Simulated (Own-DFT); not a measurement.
# Computed records: Si₂SnGe₁₃ (diamond-structure random alloy, atoms displaced)

All values are calculated (Own-DFT development build). A calculation, not a measurement: plane-wave density functional theory by an unreviewed code, no spin, of a simulated periodic cell, stress positive in tension, run twice, with PBE and with PBEsol, both on files made for PBE, so the change isn't that of files made for PBEsol, forces on such cells moved up to 12 meV/angstrom on a denser k mesh; the far tail of each file's local potential was reset to the Coulomb form; each entry is a single point on an unrelaxed cell, so the pressure reflects the starting lattice, mostly measured values (interpolated for alloys), from which strain is counted, and rises with the displacements; printed positions are rounded, which can move forces by about a meV/angstrom; the program, named Own-DFT, is a retired in-house code; no spin-orbit coupling; stress was not checked against mesh or cutoff.

Settings shared by all entries: functional PBE, then PBEsol; potential files PseudoDojo norm-conserving, scalar-relativistic, standard set; wave cutoff 49 hartree; occupations Fermi-Dirac; smearing width 0.1 eV; k mesh 3 x 3 x 3 centred on Gamma.

(1) Si₂SnGe₁₃ (diamond-structure random alloy, atoms displaced)

```
CELL_PARAMETERS angstrom
11.36310 0.00000 0.00000
0.00000 11.36310 0.00000
0.00000 0.00000 11.36310
ATOMIC_POSITIONS crystal
Ge 0.00155 0.99832 0.99953
Sn 0.99833 0.24847 0.25079
Ge 0.24700 0.00093 0.24895
Ge 0.25143 0.25016 0.99956
Ge 0.12421 0.12202 0.11979
Ge 0.12339 0.37649 0.37586
Ge 0.37264 0.12485 0.37704
Sn 0.36754 0.37898 0.12813
Ge 0.00309 0.99490 0.49880
Ge 0.99854 0.24599 0.75127
Ge 0.24874 0.99926 0.74664
Ge 0.25429 0.25338 0.49524
Ge 0.12511 0.12760 0.62494
Ge 0.12167 0.37433 0.87487
Ge 0.37380 0.12197 0.88075
Si 0.37147 0.37224 0.62307
Ge 0.00282 0.49921 0.99927
Ge 0.99854 0.75145 0.24785
Sn 0.25197 0.50180 0.24543
Si 0.24717 0.74923 0.99868
Ge 0.12417 0.62520 0.12443
Ge 0.12079 0.87655 0.37620
Ge 0.37676 0.62200 0.38162
Si 0.37824 0.87874 0.12657
Ge 0.00008 0.50114 0.50166
Ge 0.99766 0.74955 0.74884
Ge 0.25129 0.49769 0.74744
Ge 0.24705 0.75400 0.50289
Ge 0.12455 0.62165 0.62814
Ge 0.12348 0.87681 0.87661
Si 0.38042 0.62534 0.87364
Si 0.37540 0.86951 0.62684
Ge 0.50091 0.00070 0.99772
Ge 0.50042 0.25065 0.24852
Ge 0.74675 0.99847 0.25413
Ge 0.75198 0.25023 0.99660
Ge 0.62589 0.12299 0.12445
Ge 0.62476 0.37352 0.37145
Ge 0.87267 0.12907 0.37657
Ge 0.87390 0.37499 0.12022
Ge 0.49848 0.00253 0.50375
Ge 0.49887 0.25226 0.75624
Ge 0.74482 0.00141 0.74665
Ge 0.75141 0.24968 0.50519
Ge 0.62414 0.12245 0.62721
Ge 0.62898 0.37297 0.87425
Si 0.87430 0.12292 0.87088
Si 0.87682 0.37943 0.62677
Ge 0.50458 0.50281 0.00218
Ge 0.50191 0.75174 0.24986
Ge 0.74825 0.50041 0.25087
Ge 0.74730 0.75429 0.00595
Ge 0.62272 0.62286 0.12204
Ge 0.62708 0.87279 0.37394
Ge 0.86975 0.63231 0.37538
Ge 0.86892 0.87257 0.12597
Ge 0.49834 0.49887 0.49824
Ge 0.49727 0.75292 0.74740
Ge 0.75328 0.49892 0.74735
Ge 0.75125 0.75214 0.50239
Si 0.62599 0.62516 0.62689
Ge 0.62611 0.87906 0.87193
Ge 0.86930 0.62617 0.86837
Sn 0.87283 0.87424 0.62806
```

- PBE pressure: 4.35 GPa
- PBE stress xx: -4.34 GPa
- PBE stress yy: -4.37 GPa
- PBE stress zz: -4.35 GPa
- PBE stress yz: -0.66 GPa
- PBE stress xz: -0.06 GPa
- PBE stress xy: 0.38 GPa
- PBEsol pressure: 1.51 GPa
- PBEsol stress xx: -1.5 GPa
- PBEsol stress yy: -1.53 GPa
- PBEsol stress zz: -1.51 GPa
- PBEsol stress yz: -0.63 GPa
- PBEsol stress xz: -0.05 GPa
- PBEsol stress xy: 0.37 GPa
- rms change of force components from PBE to PBEsol: 0.037 eV/Å

Force:
```tsv
force element	PBE force x (eV/Å)	PBE force y (eV/Å)	PBE force z (eV/Å)	PBEsol force x (eV/Å)	PBEsol force y (eV/Å)	PBEsol force z (eV/Å)
Ge	-1.099	0.11	-0.235	-1.024	0.08	-0.206
Sn	0.295	0.184	-0.626	0.283	0.182	-0.608
Ge	0.453	-0.379	-0.129	0.409	-0.329	-0.094
Ge	-1.205	-0.921	-1.021	-1.171	-0.899	-0.989
Ge	0.772	-0.21	-0.298	0.75	-0.208	-0.285
Ge	0.205	0.259	1.275	0.205	0.246	1.237
Ge	0.413	-0.13	-0.513	0.391	-0.115	-0.494
Sn	3.627	-2.878	-3.019	3.54	-2.815	-2.944
Ge	-0.045	1.775	-0.282	-0.039	1.717	-0.276
Ge	-0.504	0.516	-0.212	-0.421	0.506	-0.212
Ge	0.466	-0.215	0.179	0.414	-0.175	0.206
Ge	-0.576	-0.003	0.719	-0.589	-0.04	0.657
Ge	0.245	-0.105	-0.581	0.237	-0.111	-0.557
Ge	0.518	-0.241	-0.19	0.501	-0.235	-0.177
Ge	-0.166	0.205	-0.787	-0.155	0.205	-0.755
Si	0.674	0.214	0.247	0.653	0.209	0.236
Ge	-0.798	0.519	-0.322	-0.77	0.489	-0.305
Ge	-0.047	-0.101	0.106	-0.057	-0.098	0.107
Sn	-2.792	2.919	3.725	-2.729	2.842	3.634
Si	0.971	0.218	0.075	0.884	0.214	0.076
Ge	-0.808	1.377	-1.172	-0.818	1.298	-1.107
Ge	0.675	-0.407	-0.645	0.646	-0.388	-0.616
Ge	0.226	1.663	0.085	0.226	1.6	0.079
Si	-0.609	-0.598	-0.372	-0.564	-0.553	-0.333
Ge	-0.513	0.037	-0.135	-0.457	0.067	-0.154
Ge	1.352	-1.004	1.283	1.301	-0.977	1.241
Ge	0.512	0.013	0.499	0.428	0.018	0.48
Ge	0.303	-0.424	0.028	0.261	-0.447	-0.001
Ge	0.043	0.498	-0.168	0.034	0.482	-0.167
Ge	0.399	-0.681	-0.276	0.347	-0.623	-0.294
Si	-0.726	0.104	0.306	-0.677	0.069	0.27
Si	-0.331	0.942	-0.382	-0.324	0.924	-0.373
Ge	-0.093	-0.412	0.581	-0.058	-0.36	0.529
Ge	0.51	-1.061	0.625	0.497	-1.024	0.613
Ge	0.421	0.41	-0.227	0.405	0.389	-0.222
Ge	0.192	-0.7	-0.035	0.156	-0.635	-0.004
Ge	0.035	0.233	-0.037	0.027	0.226	-0.035
Ge	0.122	-0.106	0.627	0.109	-0.099	0.597
Ge	-0.752	-1.688	1.128	-0.732	-1.638	1.092
Ge	-0.577	0.946	-0.274	-0.558	0.915	-0.268
Ge	-0.223	-0.925	-0.172	-0.186	-0.859	-0.19
Ge	-0.449	-0.237	-0.743	-0.398	-0.26	-0.687
Ge	0.038	1.049	1.443	-0.002	0.985	1.368
Ge	-0.102	0.576	0.105	-0.125	0.519	0.064
Ge	-0.474	0.975	-0.037	-0.452	0.932	-0.037
Ge	-0.225	0.606	0.056	-0.217	0.578	0.063
Si	-0.112	-0.171	0.397	-0.109	-0.166	0.39
Si	0.171	-0.668	-0.185	0.17	-0.653	-0.179
Ge	-0.123	0.031	-1.585	-0.082	0.011	-1.5
Ge	-0.569	-0.223	-0.087	-0.508	-0.245	-0.051
Ge	0.263	0.106	-0.356	0.248	0.103	-0.349
Ge	-0.243	-0.71	-1.169	-0.234	-0.684	-1.128
Ge	0.441	0.633	0.802	0.424	0.611	0.78
Ge	-0.569	0.206	0.59	-0.539	0.198	0.56
Ge	0.574	-0.815	-0.112	0.555	-0.781	-0.109
Ge	0.758	0.851	0.249	0.731	0.815	0.246
Ge	0.606	-0.353	1.119	0.577	-0.334	1.014
Ge	0.489	-0.66	0.237	0.514	-0.613	0.262
Ge	-0.678	-0.019	-0.359	-0.652	-0.007	-0.275
Ge	-1.766	-1.311	-0.691	-1.674	-1.241	-0.711
Si	-0.26	-0.125	-0.375	-0.251	-0.117	-0.368
Ge	-0.315	-0.489	0.361	-0.308	-0.461	0.349
Ge	0.55	0.161	1.202	0.54	0.153	1.153
Sn	0.43	0.631	-0.243	0.418	0.605	-0.245
```

(2) Si₂SnGe₁₃ (diamond-structure random alloy, atoms displaced)

```
CELL_PARAMETERS angstrom
11.36310 0.00000 0.00000
0.00000 11.36310 0.00000
0.00000 0.00000 11.36310
ATOMIC_POSITIONS crystal
Ge 0.00332 0.00192 0.99886
Ge 0.00061 0.25336 0.25293
Si 0.24955 0.00456 0.24929
Si 0.24934 0.25014 0.99913
Si 0.12572 0.12430 0.12659
Ge 0.12269 0.37515 0.37340
Ge 0.37779 0.12770 0.37622
Ge 0.37305 0.37415 0.12236
Ge 0.99342 0.99644 0.49886
Ge 0.00072 0.25104 0.75165
Ge 0.25284 0.99965 0.75023
Ge 0.24832 0.25061 0.50205
Ge 0.12639 0.12462 0.62951
Si 0.12705 0.37505 0.87659
Ge 0.37697 0.12708 0.87996
Sn 0.37653 0.37348 0.62288
Ge 0.00215 0.49987 0.00340
Ge 0.99928 0.75123 0.25006
Ge 0.25124 0.49732 0.24914
Sn 0.25734 0.75116 0.99960
Ge 0.12589 0.62540 0.12716
Ge 0.12485 0.87083 0.37091
Ge 0.37869 0.62391 0.37913
Ge 0.38090 0.87552 0.12663
Ge 0.00055 0.50424 0.50081
Ge 0.00032 0.75309 0.74429
Ge 0.25103 0.50090 0.74899
Ge 0.24759 0.74935 0.50149
Ge 0.12679 0.62667 0.62265
Ge 0.12400 0.87512 0.87656
Ge 0.37589 0.62472 0.87739
Ge 0.37668 0.87564 0.61754
Ge 0.50035 0.99639 0.99751
Ge 0.49961 0.25089 0.25079
Ge 0.74677 0.99943 0.25129
Ge 0.75319 0.24702 0.00778
Ge 0.62863 0.12950 0.12380
Si 0.62177 0.37318 0.38130
Ge 0.88292 0.12755 0.37646
Si 0.87214 0.37469 0.12508
Ge 0.50255 0.00086 0.49841
Ge 0.49750 0.24761 0.75137
Ge 0.75072 0.99801 0.75558
Ge 0.74985 0.25160 0.49752
Sn 0.62634 0.12620 0.62637
Ge 0.62545 0.37314 0.87175
Ge 0.86820 0.12074 0.87210
Ge 0.87363 0.37502 0.62229
Ge 0.49670 0.49817 0.00317
Ge 0.50272 0.75036 0.24906
Ge 0.74887 0.49943 0.25079
Ge 0.75285 0.75168 0.99770
Ge 0.62166 0.62600 0.12774
Ge 0.62375 0.86713 0.37667
Ge 0.87573 0.62529 0.37499
Ge 0.87363 0.87710 0.12755
Ge 0.50311 0.50512 0.50140
Ge 0.49495 0.74908 0.74738
Ge 0.74659 0.50010 0.75227
Ge 0.74921 0.74335 0.50181
Sn 0.62471 0.62369 0.62209
Si 0.62614 0.87123 0.87221
Ge 0.88135 0.62193 0.87300
Si 0.87236 0.87005 0.62457
```

- PBE pressure: 4.18 GPa
- PBE stress xx: -4.18 GPa
- PBE stress yy: -4.19 GPa
- PBE stress zz: -4.16 GPa
- PBE stress yz: 0.06 GPa
- PBE stress xz: -0.24 GPa
- PBE stress xy: -0.29 GPa
- PBEsol pressure: 1.35 GPa
- PBEsol stress xx: -1.35 GPa
- PBEsol stress yy: -1.36 GPa
- PBEsol stress zz: -1.33 GPa
- PBEsol stress yz: 0.05 GPa
- PBEsol stress xz: -0.23 GPa
- PBEsol stress xy: -0.28 GPa
- rms change of force components from PBE to PBEsol: 0.036 eV/Å

Force:
```tsv
force element	PBE force x (eV/Å)	PBE force y (eV/Å)	PBE force z (eV/Å)	PBEsol force x (eV/Å)	PBEsol force y (eV/Å)	PBEsol force z (eV/Å)
Ge	-0.402	0.225	0.392	-0.425	0.178	0.342
Ge	-0.052	-0.222	-1.182	-0.051	-0.215	-1.069
Si	0.21	-0.252	0.005	0.248	-0.292	0.049
Si	-0.501	-0.135	0.237	-0.414	-0.134	0.233
Si	0.295	0.435	-0.182	0.212	0.429	-0.184
Ge	0.442	0.309	0.487	0.429	0.296	0.468
Ge	-0.754	-0.449	-0.281	-0.697	-0.405	-0.243
Ge	-0.257	-0.469	0.124	-0.213	-0.412	0.152
Ge	0.803	-0.28	0.719	0.803	-0.233	0.656
Ge	-0.146	0.148	0.186	-0.173	0.109	0.139
Ge	0.08	-0.049	0.126	0.069	-0.041	0.118
Ge	-1.119	-1.08	-1.233	-1.077	-1.045	-1.191
Ge	-0.383	-0.344	-0.466	-0.363	-0.326	-0.446
Si	0.014	-0.055	0.136	-0.021	-0.009	0.09
Ge	-0.566	-0.199	-0.072	-0.508	-0.229	-0.109
Sn	0.058	0.502	0.135	0.052	0.492	0.136
Ge	-0.015	-0.696	-0.07	-0.012	-0.609	-0.072
Ge	-0.215	-0.337	-0.255	-0.203	-0.323	-0.238
Ge	0.003	0.292	0.359	-0.002	0.281	0.344
Sn	-1.066	0.183	0.479	-1.032	0.173	0.464
Ge	-0.512	-0.526	0.64	-0.499	-0.516	0.622
Ge	0.302	0.922	0.159	0.257	0.852	0.182
Ge	-0.553	0.256	-0.73	-0.531	0.247	-0.701
Ge	0.104	1.422	1.277	0.137	1.346	1.201
Ge	-0.056	-0.456	-0.116	-0.056	-0.439	-0.115
Ge	-0.019	-0.1	0.244	0.019	-0.139	0.271
Ge	-1.034	0.53	1.139	-0.971	0.547	1.072
Ge	0.431	0.117	-0.545	0.417	0.109	-0.524
Ge	-0.193	-0.176	0.526	-0.183	-0.165	0.504
Ge	-0.45	0.681	-1.064	-0.434	0.668	-1.034
Ge	1.009	-1.313	-1.363	0.978	-1.272	-1.326
Ge	-0.342	0.166	0.59	-0.332	0.154	0.577
Ge	0.891	0.247	0.037	0.827	0.269	0.066
Ge	0.368	0.378	0.014	0.328	0.336	-0.011
Ge	0.264	0.274	0.414	0.262	0.262	0.389
Ge	0.146	0.769	-1.104	0.096	0.695	-1.101
Ge	-0.867	-0.93	0.429	-0.832	-0.9	0.415
Si	0.203	0.432	-0.774	0.199	0.424	-0.755
Ge	-1.143	-0.246	-0.356	-1.105	-0.238	-0.339
Si	0.491	0.212	0.27	0.481	0.212	0.267
Ge	-0.687	-0.949	-0.998	-0.673	-0.924	-0.963
Ge	0.159	0.147	1.696	0.16	0.144	1.644
Ge	0.23	-1.748	-0.317	0.232	-1.621	-0.302
Ge	0.816	0.711	-0.92	0.827	0.662	-0.85
Sn	0.348	-0.339	0.144	0.334	-0.327	0.14
Ge	-0.077	-0.199	1.006	-0.081	-0.188	0.965
Ge	1.203	0.761	0.862	1.162	0.727	0.834
Ge	0.172	0.276	0.429	0.164	0.265	0.414
Ge	0.681	0.028	-0.485	0.652	0.033	-0.467
Ge	-0.52	-0.222	0.425	-0.494	-0.215	0.41
Ge	-0.261	-0.584	0.23	-0.257	-0.503	0.228
Ge	-0.302	-0.303	-0.025	-0.263	-0.317	0.01
Ge	0.622	-0.202	-0.649	0.598	-0.193	-0.619
Ge	0.401	0.705	0.048	0.383	0.681	0.041
Ge	0.033	-0.031	-0.216	0.032	-0.028	-0.204
Ge	0.222	0.141	-0.376	0.215	0.13	-0.364
Ge	-0.526	-1.529	-2.269	-0.543	-1.452	-2.171
Ge	-0.144	1.032	0.935	-0.167	0.97	0.876
Ge	1.417	-0.878	0.6	1.373	-0.859	0.578
Ge	1.613	1.828	-1.128	1.529	1.739	-1.13
Sn	0.097	0.396	1.556	0.087	0.381	1.503
Si	-0.337	-0.005	0.151	-0.328	-0.002	0.15
Ge	-0.384	0.295	0.018	-0.376	0.288	0.021
Si	-0.249	0.484	-0.046	-0.242	0.472	-0.046
```
